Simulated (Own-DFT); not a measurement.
## Calculated data, Hf$_{36}$O$_{71}$ (tetragonal hafnia with one neutral oxygen vacancy, atoms displaced)

Computed with Own-DFT development build. A calculation, not a measurement: plane-wave PBE and HSE06 DFT by an unreviewed code, no spin, of a simulated cell at Gamma alone, so results move with cell size and shape, stress positive in tension, energies less offsets, not probed for a lower state with spin; hafnium file: forces about 75 meV/angstrom off all-electron values; oxygen file: force components 24 meV/angstrom off all-electron in a glass; k mesh not checked against a denser one; forces and stress are PBE's, HSE06 gives the energy alone, and its difference from PBE has offsets of its own; offsets are fitted by least squares, one for each functional and potential file, so energies compare only between cells with the same atoms and settings and are not formation energies; the far tail of each file's local potential was reset to the Coulomb form; each entry is a single point on an unrelaxed cell, so the pressure reflects the starting lattice, taken from the Materials Project, from which strain is counted, and rises with the displacements; printed positions are rounded, which can move forces by about a meV/angstrom; the program is a retired in-house code; no spin-orbit coupling.

Common to all runs: first functional PBE; second functional HSE06; exact exchange share 0.25; screening 0.11 1/bohr; exchange divergence Gygi-Baldereschi; potential files PseudoDojo norm-conserving, scalar-relativistic, made for PBE, standard set; wave cutoff 48 hartree; occupations fixed; k mesh 1 x 1 x 1 centred on Gamma.

(1) 
```xyz
107
Lattice="10.7800 0.0000 0.0000 0.0000 10.7800 0.0000 0.0000 0.0000 10.4493" Properties=species:S:1:pos:R:3:force_x:R:1:force_y:R:1:force_z:R:1 formula=Hf36O71 PBE_energy_of_cell_above_offsets=-85.699 HSE06_less_PBE_above_offsets=0.701 PBE_pressure=4.88 PBE_stress_xx=-4.13 PBE_stress_yy=-6.03 PBE_stress_zz=-4.47 PBE_stress_yz=-0.25 PBE_stress_xz=0.29 PBE_stress_xy=0.31
Hf     0.2065    10.7036    10.3824     -4.924      1.514     -0.938
Hf     1.6903     1.8588     2.5993      1.085      1.079     -0.402
O     10.6052     1.8252     1.5886      2.548     -0.309      0.531
O      1.8274     0.0295     3.5655     -0.457      0.521      0.126
O      0.0280     1.8575     4.2243      0.727     -2.662     -1.739
O      1.7711    10.6359     0.9346      3.178      0.747      1.903
Hf     0.0485    10.6922     5.1185      0.344      3.254        3.4
Hf     1.8564     1.7289     7.7323     -1.453      1.278      1.951
O      0.1516     1.8429     6.8211     -2.238      0.132      0.038
O      1.7893    10.7797     8.8868      0.185     -0.394     -0.175
O     10.7531     1.8785     9.5216      0.057     -0.879     -0.321
O      1.7767    10.7765     6.3542      1.282      0.381     -1.895
Hf    10.7013     3.6833     0.0762      0.771     -2.864     -0.454
Hf     1.7476     5.3577     2.5680      3.411      3.039      1.175
O      0.0310     5.3293     1.5816     -1.294      0.751     -1.124
O      1.8198     3.7973     3.5833     -0.926     -4.921      1.441
O     10.7591     5.4374     4.1688       -1.2     -0.039     -0.514
O      1.7433     3.5172     1.1729     -0.645      0.002     -1.522
Hf     0.0425     3.5335     5.1141      0.416      2.932      3.034
Hf     1.7410     5.4375     7.8766      2.501     -1.875     -1.643
O     10.7726     5.4366     6.7055      0.052      0.194      2.109
O      1.9371     3.5440     8.9715     -1.343      0.462     -1.203
O     10.7146     5.4386     9.4473       0.35     -0.217     -0.912
O      1.8614     3.6498     6.1425      -1.33     -0.963      0.703
Hf    10.7300     7.1953    10.4078     -0.205      1.047       1.83
Hf     1.8064     9.0497     2.4710      1.162      -1.19      2.483
O      0.0077     9.0895     1.5872     -0.747     -1.201      0.226
O      1.7318     7.2182     3.7305     -0.578      0.351     -1.665
O     10.7653     9.0908     4.2360     -0.416     -3.719     -1.621
O      1.7304     7.1694     0.9137     -0.755      0.095      1.069
Hf    10.6585     7.2316     5.2319      3.442     -1.304     -0.849
Hf     1.8560     8.8408     7.8704      0.428       5.48     -3.343
O      0.0639     9.0783     6.7993     -1.224     -1.666      0.292
O      1.8330     7.3601     8.8647     -0.583     -6.443      2.896
O      0.0396     8.8961     9.4510     -0.392      0.813     -0.873
O      1.8859     7.0895     6.3552     -2.306      0.434      0.823
Hf     3.6666    10.7608    10.3156     -0.088     -0.892      1.828
Hf     5.5299     1.7760     2.6132     -2.507      3.142     -1.827
O      3.6120     1.8024     1.6163     -0.713     -0.087      0.249
O      5.3315     0.0336     3.4240      0.672      0.239      4.316
O      3.7070     1.9392     4.1656      -0.96     -6.016     -0.825
O      5.4046     0.0257     1.1373      0.012      0.382     -1.942
Hf     3.6214     0.1089     5.3222     -4.515     -1.728      -3.08
Hf     5.4354     1.7653     7.7433     -0.055      2.748       3.45
O      3.6159     1.7142     6.8312      0.205      -0.06     -0.803
O      5.2655     0.0226     8.9614      0.917      0.028     -2.372
O      3.6204     1.7704     9.5163     -0.114      -0.97     -1.545
O      5.3057     0.1275     6.1794      3.795     -1.077      1.268
Hf     3.5256     3.4453     0.0131       0.78      2.629       0.47
Hf     5.5651     5.4529     2.6686     -3.839       0.58     -0.092
O      3.6309     5.2898     1.6738     -0.287      1.173     -1.303
O      5.1202     3.6606     3.5495      2.834       -0.6     -0.132
O      3.5560     5.3805     4.2054      0.107      1.361      0.658
O      5.4622     3.5629     0.9748     -3.407     -0.778      1.589
Hf     3.6283     3.4947     5.1431      -1.08      6.381      1.218
Hf     5.3860     5.3600     7.7365      -2.11      0.069      2.149
O      3.6297     5.1630     6.7247     -0.529        2.2      1.911
O      5.2790     3.6552     8.9317      0.468     -0.647     -1.605
O      3.5361     5.3531     9.2675     -0.562      1.669      1.765
O      5.2590     3.6016     6.2824       3.86     -0.603      0.073
Hf     3.5043     7.1444     0.0408      4.274     -0.894      -1.46
Hf     5.4235     9.1049     2.5412     -0.069     -3.281     -0.593
O      3.6433     8.9171     1.5239     -0.449     -0.206     -0.024
O      5.5110     7.2169     3.7296      0.595     -0.029     -0.425
O      3.4752     8.9664     4.2460      0.878      1.366     -0.245
O      5.5977     7.1122     1.0166     -2.384      0.768      0.724
Hf     3.5198     7.1587     5.2842     -0.421     -0.889     -3.141
Hf     5.4109     9.1454     7.7306     -1.164     -3.461      2.562
O      3.6096     8.9121     6.7547      0.426      1.677      0.849
O      5.2628     7.3003     9.0120      1.454     -1.196     -2.931
O      3.6771     8.9300     9.3452     -1.397      1.348       0.58
O      5.2288     7.2172     6.2660      4.594     -0.774      0.929
Hf     7.2243     0.0177    10.4418      1.205      0.527      0.011
Hf     8.9849     1.8119     2.6857      0.137      0.021     -1.539
O      7.2943     1.9872     1.5612     -0.555     -1.662      1.103
O      9.1016    10.7775     3.5557     -1.061      0.735      1.579
O      7.1967     1.9633     4.3619     -0.803     -3.735     -2.494
O      8.9968    10.6928     0.9345      0.158      0.352      0.767
Hf     7.1721     0.0718     5.2233      2.049     -0.893      0.398
Hf     8.9883     1.7616     7.8982      1.064     -0.751     -0.141
O      7.1489     1.8717     6.8257      1.159     -0.813     -0.742
O      8.8645     0.0059     8.9903      0.424     -0.626     -2.307
O      7.0723     1.8736     9.3515     -0.181     -1.164      0.599
O      9.0477    10.7493     6.3508     -1.674      0.161     -1.797
Hf     7.0733     3.6496     0.0997      2.131     -0.714     -2.367
Hf     9.0990     5.3368     2.6116     -1.533     -0.623      0.438
O      7.0764     5.3722     1.5045      3.906     -0.676      0.472
O      9.0199     3.5259     3.6910      0.159      1.421     -0.865
O      7.3361     5.3145     4.1881     -0.743      1.254     -0.513
O      8.9791     3.6483     1.1083      0.094      1.291     -0.352
Hf     7.2132     3.6473     5.2722      0.896      0.756      2.068
Hf     8.9796     5.4229     7.9782      1.223     -2.666     -1.136
O      7.5000     5.2772     6.7419     -4.681      0.856     -0.424
O      8.8898     3.4862     8.8011      1.076      2.429      0.611
O      7.1953     5.3156     9.3931      0.946      2.269     -0.806
O      9.0791     3.5802     6.1368     -0.633     -1.047      0.596
Hf     7.2719     7.2423    10.3840     -4.564     -0.754     -0.453
Hf     8.9316     8.9906     2.6344      0.015      1.344     -2.399
O      7.1987     9.1093     1.4769     -0.145     -0.417      1.381
O      9.0087     7.2373     3.5390      0.175     -1.108      1.679
O      7.2012     8.9982     4.1668      0.402      1.024      1.431
O      8.8583     7.2398     1.0062      3.499     -0.538      0.729
Hf     7.1877     7.0897     5.2750     -1.878      0.931     -1.145
Hf     8.9367     8.8350     7.7917      0.501      5.249     -1.207
O      8.9768     7.2720     8.8243     -0.086     -2.114      1.939
O      7.0804     9.0335     9.4273      0.578     -0.204     -1.762
O      9.0217     7.0562     6.3388       -1.4       2.45     -0.424
```

Units: PBE_energy_of_cell_above_offsets, HSE06_less_PBE_above_offsets in eV; PBE_pressure, PBE_stress_xx, PBE_stress_yy, PBE_stress_zz, PBE_stress_yz, PBE_stress_xz, PBE_stress_xy in GPa; force_x, force_y, force_z in eV/Å.

(2) 
```xyz
107
Lattice="10.7800 0.0000 0.0000 0.0000 10.7800 0.0000 0.0000 0.0000 10.4493" Properties=species:S:1:pos:R:3:force_x:R:1:force_y:R:1:force_z:R:1 formula=Hf36O71 PBE_energy_of_cell_above_offsets=-100.286 HSE06_less_PBE_above_offsets=-0.107 PBE_pressure=0.91 PBE_stress_xx=0.54 PBE_stress_yy=-1.82 PBE_stress_zz=-1.46 PBE_stress_yz=-0.02 PBE_stress_xz=-0.16 PBE_stress_xy=0
Hf    10.7637    10.7723     0.0027     -0.106      0.148     -0.148
Hf     1.8010     1.8355     2.6295      0.181      -0.11     -0.105
O      0.0097     1.7408     1.5925     -0.605      0.434     -0.097
O      1.8009    10.7338     3.6418       0.15      1.365      0.061
O      0.0331     1.8068     4.1610     -0.335     -0.233      0.357
O      1.7820    10.7649     1.0093      0.749     -0.067      -0.43
Hf    10.7197     0.0440     5.2319      0.708     -0.841      0.295
Hf     1.8140     1.7294     7.8606     -0.652      1.998     -1.091
O     10.6897     1.7637     6.8219      1.281      0.192      -0.47
O      1.7728     0.0155     8.8260       0.62     -1.288       0.77
O      0.0153     1.7732     9.4066      0.094      0.716      0.622
O      1.7987     0.0042     6.2320     -0.207     -0.058      0.067
Hf    10.7347     3.5752     0.0141      2.074     -0.342      0.027
Hf     1.8255     5.3753     2.6490     -0.531      0.518     -0.479
O     10.7702     5.3500     1.5962     -0.473      0.335      0.147
O      1.8050     3.6007     3.6706      0.081     -0.088      0.068
O     10.7729     5.3578     4.2240      0.132      0.578     -0.053
O      1.8115     3.5844     1.0957     -0.555     -0.169     -0.926
Hf    10.7560     3.5722     5.2454      0.985      0.428      0.083
Hf     1.7252     5.4149     7.8451      0.768     -1.322     -0.444
O     10.7495     5.3855     6.7969      0.219      0.176      0.688
O      1.8036     3.6348     8.8390     -0.172      -0.95      0.451
O      0.0254     5.3647     9.4564     -0.419      0.398     -0.713
O      1.8073     3.5885     6.3062      -0.04     -0.012     -0.933
Hf     0.0227     7.1642    10.3993     -0.259      0.849      1.516
Hf     1.8110     9.0488     2.6026     -0.495     -1.381      0.013
O      0.0323     8.9515     1.5640      -1.53      0.119      0.403
O      1.8546     7.2220     3.6253     -0.225     -0.748      0.031
O      0.0062     8.9629     4.2524     -0.325      0.729     -0.672
O      1.7348     7.1992     1.0427      0.905     -0.572     -1.049
Hf     0.0043     7.1971     5.2126     -0.094     -0.096      0.035
Hf     1.8264     8.9698     7.8885     -1.387      0.324     -1.576
O     10.7056     8.9753     6.7922      1.694      0.061      0.705
O      1.8357     7.2004     8.8237     -0.461     -0.234      0.535
O     10.7695     9.0043     9.4323      0.517     -0.565      -0.21
O      1.7634     7.2431     6.2234      0.635     -0.202      0.448
Hf     3.6319    10.7051    10.4323     -1.023      0.887       0.88
Hf     5.4091     1.7764     2.6450     -1.027      0.431     -0.683
O      3.5705     1.8193     1.5787      0.706     -0.464      0.204
O      5.4565    10.7565     3.6336     -0.422      0.442      0.098
O      3.5741     1.8117     4.1868      0.434     -0.646      0.281
O      5.3978     0.0347     0.9903     -0.269     -0.149      0.247
Hf     3.5971    10.7430     5.2209     -1.004      0.746     -0.001
Hf     5.4046     1.7744     7.8751     -0.362      0.556     -1.095
O      3.5849     1.7413     6.8229      0.694      0.086      0.243
O      5.3891    10.7605     8.8364     -0.195      -0.52        0.3
O      3.5975     1.8022     9.4014      0.087     -1.212      -0.08
O      5.3927     0.0341     6.2008      0.416     -0.147      0.297
Hf     3.6110     3.5319    10.4065     -0.897      1.042      0.878
Hf     5.3987     5.3830     2.6196     -0.731      0.157     -0.816
O      3.5986     5.3721     1.5964      0.173      0.344      0.256
O      5.3658     3.5721     3.6325      0.282      0.271      0.304
O      3.5943     5.3609     4.2203      0.249      0.687      0.128
O      5.3695     3.5789     1.0220      1.184      -0.15     -0.039
Hf     3.6530     3.6222     5.2157     -1.656     -0.916      0.607
Hf     5.3487     5.3742     7.8161      0.401     -0.281      0.053
O      3.5727     5.4141     6.8685      -0.03      0.042     -0.809
O      5.4085     3.5849     8.8614      0.042      -0.03      0.001
O      3.5769     5.3519     9.4170      0.341      0.487      0.427
O      5.4235     3.5677     6.2641     -0.224      0.219     -0.262
Hf     3.6178     7.1717    10.4462     -0.602     -1.618      1.387
Hf     5.4263     9.0107     2.6778     -1.201     -1.464     -1.212
O      3.5370     8.9350     1.5755      1.765      0.689     -0.099
O      5.3833     7.1598     3.6579      0.278      0.702     -0.032
O      3.5672     8.9573     4.1581       0.88      0.569      0.639
O      5.3955     7.2045     1.0264      0.127     -0.125     -0.442
Hf     3.6015     7.2015     5.2545     -0.758     -0.198     -0.503
Hf     5.4002     8.9475     7.8363      0.783     -0.517     -0.827
O      3.6138     8.9579     6.7910      0.046      0.285      0.485
O      5.3817     7.1278     8.7970     -0.032      1.045      0.667
O      3.5670     8.9023     9.4697      0.262      1.476     -1.156
O      5.3952     7.1852     6.2517      0.222      0.053      -0.46
Hf     7.1908     0.0304    10.4312      0.773     -0.873     -0.168
Hf     8.9729     1.8158     2.5990      0.954     -0.471      0.661
O      7.2046     1.7560     1.6428     -0.336      0.415     -1.279
O      8.9717    10.7366     3.6361      0.085      1.134      0.067
O      7.1737     1.7933     4.1117      0.086      0.397      1.181
O      8.9638     0.0123     1.0288     -0.083      -0.17      0.062
Hf     7.1877    10.7696     5.1912      0.609      0.678      1.047
Hf     8.9389     1.8224     7.8222       1.23     -1.021      0.433
O      7.2473     1.8340     6.8412     -1.721     -0.143     -0.997
O      9.0015     0.0386     8.8546     -0.497     -0.482      0.168
O      7.1735     1.7995     9.3842     -0.171     -0.032      0.771
O      8.9837    10.7583     6.2805     -0.913      0.306     -0.923
Hf     7.2215     3.5469     0.0176     -1.344      1.044     -0.572
Hf     8.9381     5.4046     2.6106      1.381      0.069     -0.069
O      7.1816     5.4318     1.6065      0.109     -0.045     -0.494
O      9.0188     3.6062     3.6529     -0.539     -0.452     -0.498
O      7.1565     5.3947     4.0957       0.12     -0.344       0.97
O      8.9787     3.6064     0.9885     -0.396     -0.534      0.728
Hf     7.1612     3.6317     5.1859       0.91     -0.383      0.497
Hf     8.9990     5.3819     7.8846     -0.761      0.647     -1.157
O      7.1983     5.4317     6.8240     -0.208     -0.303     -0.194
O      8.9670     3.6014     8.8277      0.139     -0.168      0.837
O      7.2528     5.3984     9.4717      0.076     -0.461     -0.042
O      8.9819     3.6616     6.2346     -0.718     -0.138     -0.125
Hf     7.2265     7.1897    10.4190      0.074     -0.225      1.007
Hf     8.9823     9.0053     2.5860      0.851     -0.422     -0.454
O      7.1393     8.9899     1.5909      0.902     -0.156      0.361
O      8.9838     7.1974     3.6211     -0.463      0.048     -0.654
O      7.1915     9.0115     4.2460     -0.317     -0.694     -1.174
Hf     7.1849     7.1941     5.1278      0.345     -0.338      1.872
Hf     8.9732     8.9225     7.7983      0.208      2.197      -0.54
O      7.2046     8.9600     6.7534     -1.091      0.175      0.658
O      8.9668     7.2867     8.8366      0.292      -2.71      1.131
O      7.2318     8.9620     9.4520     -0.796      0.804     -0.305
O      8.9983     7.2010     6.2536     -0.654     -0.213     -0.592
```

Units: PBE_energy_of_cell_above_offsets, HSE06_less_PBE_above_offsets in eV; PBE_pressure, PBE_stress_xx, PBE_stress_yy, PBE_stress_zz, PBE_stress_yz, PBE_stress_xz, PBE_stress_xy in GPa; force_x, force_y, force_z in eV/Å.
